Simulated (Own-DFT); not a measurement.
# Shaking the atoms of 3C SiC, 64 atoms (C32Si32)

All numbers below are calculated, not measured. The program, named Own-DFT, is a retired in-house plane-wave density functional code that no person has reviewed. Each row is one single-point run on a periodic cell that was not relaxed, without spin or spin-orbit coupling.

Settings of every run: PBE; PseudoDojo norm-conserving scalar-relativistic files; cutoff 42 hartree; 4 x 4 x 4 k mesh centred on Gamma; Fermi-Dirac smearing of 0.1 eV.

Known limits, some of them of some rows only: some atoms lie very close together; forces on such cells passed a denser k mesh, each cell not checked; stress not checked against mesh or cutoff.

Cell vectors in Å: (8.719, 0.000, 0.000); (0.000, 8.719, 0.000); (0.000, 0.000, 8.719). In each run every atom was moved at random and independently from its ideal site; u is the rms move along one axis. E is the free energy for each atom above the fitted value at u = 0, and F the rms of the force components.

```
run,u (Å),E (meV/atom),F (eV/Å),largest force (eV/Å),P (GPa)
1,0.0297,31.0,0.766,3.11,3.72
2,0.0300,37.7,0.919,3.07,3.87
3,0.0600,127.8,1.626,5.98,5.84
4,0.0635,161.0,2.018,6.67,6.67
5,0.0962,329.8,2.887,9.75,10.69
6,0.0986,?,?,?,?
7,0.0992,407.8,3.581,16.53,13.54
8,0.1609,1112.0,6.483,28.01,30.35
```

## Worked fit

For small independent moves the energy grows as E = (3/2) K u², with K the mean stiffness felt by one atom. The runs with u up to 0.11 Å give K = 25.5 ± 1.3 eV/Å², with residuals divided by u² + 0.0006 Å², since the noise grows with the moves. The scatter is 8.7 meV/atom at u = 0.05 Å. The forces follow F = G u with G = 30.4 eV/Å²; no force at u = 0 is resolved. G exceeds K because the moves of its neighbours add to the force on an atom, and stiffness differs between atoms. At u = 0.161 Å the parabola gives 990 meV/atom and the run 1112. The pressure follows P = 2.74 + 979 u² GPa: at fixed volume, shortened bonds push harder than stretched ones pull.

## Withheld run

Question: what energy and rms force should run 6 give?

The fit gives 372 ± 34 meV/atom and about 3.00 eV/Å. The calculation gave 394.8 meV/atom and 3.251 eV/Å.
